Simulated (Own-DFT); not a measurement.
# From a pressure shift to a lattice shift: beta-Si3N4, 42 atoms (N24Si18)

No measurement is shown. These are fixed-geometry runs of a retired plane-wave code named Own-DFT, which no person has reviewed; spin and spin-orbit coupling are neglected.

Caveats: forces on such cells passed a denser k mesh, each cell not checked; stress not checked against mesh or cutoff.

Each geometry was run with PBE and with PBEsol, otherwise alike: PseudoDojo norm-conserving scalar-relativistic files made for PBE; cutoff 42 hartree; 3 x 3 x 3 k mesh centred on Gamma; Fermi-Dirac smearing of 0.1 eV. Unstrained cell vectors in Å: (7.606, 0.000, 0.000); (-3.803, 6.587, 0.000); (0.000, 0.000, 8.727). Each has a uniform strain, of which the change of volume is shown, and random moves of rms u per axis.

| run | volume change (%) | u (Å) | P with PBE (GPa) | P with PBEsol (GPa) |
|---|---|---|---|---|
| 1 | -4.70 | 0.0510 | 22.45 | 19.95 |
| 2 | -0.54 | 0.0490 | 9.78 | 7.38 |
| 3 | 3.75 | 0.0495 | -1.22 | -3.55 |
| 4 | -4.70 | 0.0515 | 23.27 | 20.78 |
| 5 | 3.56 | 0.0525 | -0.95 | -3.31 |
| 6 | 1.37 | 0.0469 | 5.11 | 2.72 |
| 7 | -0.26 | 0.0486 | 9.68 | 7.28 |
| 8 | -1.82 | 0.0486 | 13.65 | 11.20 |
| 9 | -1.80 | 0.0494 | 13.01 | 10.56 |
| 10 | -0.54 | 0.0559 | 9.72 | 7.31 |
| 11 | -1.18 | 0.0481 | 11.85 | ? |

Asked: by how much does PBEsol shrink this cell, and what belongs in the blank?

## Answer

Write v for the change of volume as a fraction. Fitted to v and u², the PBE pressure has a slope of -284 ± 8 GPa in v, with the ions held to the strained lattice. The difference PBEsol less PBE is -2.41 + 1.8 v GPa (slope ± 0.1) and averages -2.42 GPa. Divided by the mean slope of the two, 283 GPa, that makes PBEsol's volume at a given pressure, near 9 GPa, about 0.9 % smaller, or 0.29 % in lengths. At one volume PBEsol's slope is the smaller by 2 GPa, but its pressure there is lower too. If stiffness rises by about 4 GPa for each GPa, PBEsol at equal pressure is stiffer by about 8 GPa. Files made for PBEsol would give a different shift.

For run 11 the line gives 9.42 GPa. The run itself gave 9.43 GPa.
